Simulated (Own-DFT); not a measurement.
# Response to strain: wurtzite GaN, 96 atoms (Ga48N48)

All numbers below are calculated, not measured. They come from Own-DFT, an in-house plane-wave density functional program, since retired, whose code no person has reviewed. Each row is one single-point run on a periodic cell that was not relaxed, without spin or spin-orbit coupling.

Settings of every run: PBE; PseudoDojo norm-conserving scalar-relativistic files (stringent for Ga); cutoff 96 hartree; 3 x 4 x 3 k mesh centred on Gamma; Gaussian smearing of 0.01 eV.

Known limits: forces on such cells passed a denser k mesh, each cell not checked; stress not checked against mesh or cutoff.

Unstrained cell vectors in Å: (12.756, 0.000, 0.000); (-4.783, 8.285, 0.000); (0.000, 0.000, 10.370). The unstrained cell has measured lattice constants (interpolated for alloys), not those of this functional. That, the random moves and any unrelaxed bonds set the pressure at no strain. Each run strains this cell uniformly, with the atoms carried along. Every atom was also moved at random, by a Gaussian of width 0.05 Å on each axis. Strain is the symmetric tensor, in per cent. Stress is positive in tension, and the pressure is minus a third of its trace.

| run | e_xx (%) | e_yy (%) | e_zz (%) | e_yz (%) | e_xz (%) | e_xy (%) | s_xx (GPa) | s_yy (GPa) | s_zz (GPa) | s_yz (GPa) | s_xz (GPa) | s_xy (GPa) | P (GPa) | E (meV/atom) |
|---|---|---|---|---|---|---|---|---|---|---|---|---|---|---|
| 1 | -0.38 | -1.07 | -1.02 | -1.27 | -0.32 | -0.98 | -9.53 | -15.11 | -14.08 | -3.15 | -0.10 | -3.73 | 12.91 | 42.3 |
| 2 | -0.07 | 0.22 | 1.26 | -1.34 | 0.45 | -0.48 | -5.14 | -5.13 | -3.35 | -2.18 | 0.72 | 0.46 | 4.54 | 13.7 |
| 3 | 0.96 | -1.52 | -1.86 | -0.78 | 0.38 | -0.27 | -7.31 | -13.83 | -15.55 | -1.16 | 1.55 | -1.98 | 12.23 | 29.8 |
| 4 | -1.09 | -0.58 | 1.52 | -0.48 | 1.03 | -0.45 | -12.59 | -9.92 | -0.47 | -0.83 | 2.17 | -1.97 | 7.66 | 8.9 |
| 5 | -0.49 | -0.70 | 0.01 | 0.84 | 1.70 | 1.48 | -11.45 | -9.93 | -8.07 | 1.09 | 3.93 | 4.92 | 9.82 | 26.8 |
| 6 | -0.53 | 0.57 | 1.97 | 1.41 | -0.77 | -0.95 | -8.12 | -3.98 | 0.62 | 2.85 | -1.91 | -4.23 | 3.83 | 16.9 |
| 7 | -0.35 | 1.13 | 0.53 | 0.69 | -1.28 | 1.59 | -7.05 | -2.01 | -5.44 | 1.28 | -2.57 | 4.11 | 4.83 | 15.1 |
| 8 | 0.90 | 0.63 | -1.85 | 0.43 | 0.76 | 1.15 | -5.31 | -5.16 | -12.85 | 0.98 | 2.60 | 2.66 | 7.77 | 14.4 |
| 9 | -0.51 | 1.95 | 0.82 | -1.93 | 0.71 | -1.21 | -5.77 | -0.12 | -2.97 | -4.14 | 1.24 | -3.97 | 2.95 | 6.7 |
| 10 | 1.08 | 1.93 | 1.80 | 0.37 | -1.35 | -1.50 | -0.19 | 3.04 | 2.11 | 0.51 | -2.75 | -3.58 | -1.65 | 1.7 |
| 11 | -0.68 | 1.59 | -0.46 | 0.85 | 0.03 | 0.23 | -9.07 | -0.99 | -10.15 | 2.01 | 0.35 | 0.84 | 6.74 | 19.2 |
| 12 | -1.25 | 0.41 | 1.73 | -1.70 | -1.49 | 1.99 | -11.39 | -6.41 | -1.49 | -3.69 | -2.88 | 5.93 | 6.43 | 41.8 |
| 13 | -1.09 | -1.95 | 0.15 | -0.95 | -1.88 | -1.33 | -13.49 | -17.62 | -8.64 | -2.68 | -3.78 | -4.48 | 13.25 | 32.0 |
| 14 | -0.58 | 1.65 | -0.24 | -1.16 | -0.86 | 0.30 | -7.45 | -1.11 | -7.63 | -2.57 | -1.98 | 1.77 | 5.40 | 0.0 |
| 15 | 0.73 | -1.38 | -0.49 | 1.23 | -1.63 | -1.66 | -7.09 | -10.93 | -11.73 | 2.79 | -4.19 | -5.61 | 9.92 | 31.4 |
| 16 | -1.93 | 0.12 | -0.73 | 0.19 | -0.66 | 0.82 | ? | ? | ? | ? | ? | ? | ? | ? |

E is the free energy for each atom above the lowest run shown.

## Worked fit

Each stress component was fitted by least squares to a constant and the strains of the runs shown, as fractions, with shears doubled. Shear strains stay in the fit of a normal stress only where such slopes are resolved. The slopes, in GPa:

| stress | at no strain | per e_xx | per e_yy | per e_zz | scatter |
|---|---|---|---|---|---|
| s_xx | -7.6 | 373 ± 37 | 126 ± 21 | 59 ± 25 | 0.97 |
| s_yy | -7.3 | 151 ± 38 | 419 ± 22 | 81 ± 25 | 0.98 |
| s_zz | -7.7 | 63 ± 43 | 69 ± 24 | 419 ± 28 | 1.11 |

Each shear stress against twice its own strain: yz 102 ± 6, xz 108 ± 5, xy 154 ± 13 GPa. These are stiffnesses along x, y and z of the frame in which the cell vectors are given, which need not be the crystal's axes. The atoms are held to the strained lattice; where symmetry lets them move under strain, relaxing them would lower some slopes. The table should be nearly symmetric about its diagonal, and what it lacks of that shows the noise. A ninth of its sum, 195 ± 4 GPa, estimates the bulk modulus near the mean pressure of these runs, 7.1 GPa, so it lies above the value at zero pressure.

## Withheld run

Question: what normal stresses and pressure should run 16 give?

The fit gives s_xx = -15.1, s_yy = -10.3, s_zz = -11.9 and P = 12.4 GPa. The calculation gave -16.23, -8.87, -13.25 and P = 12.78 GPa.
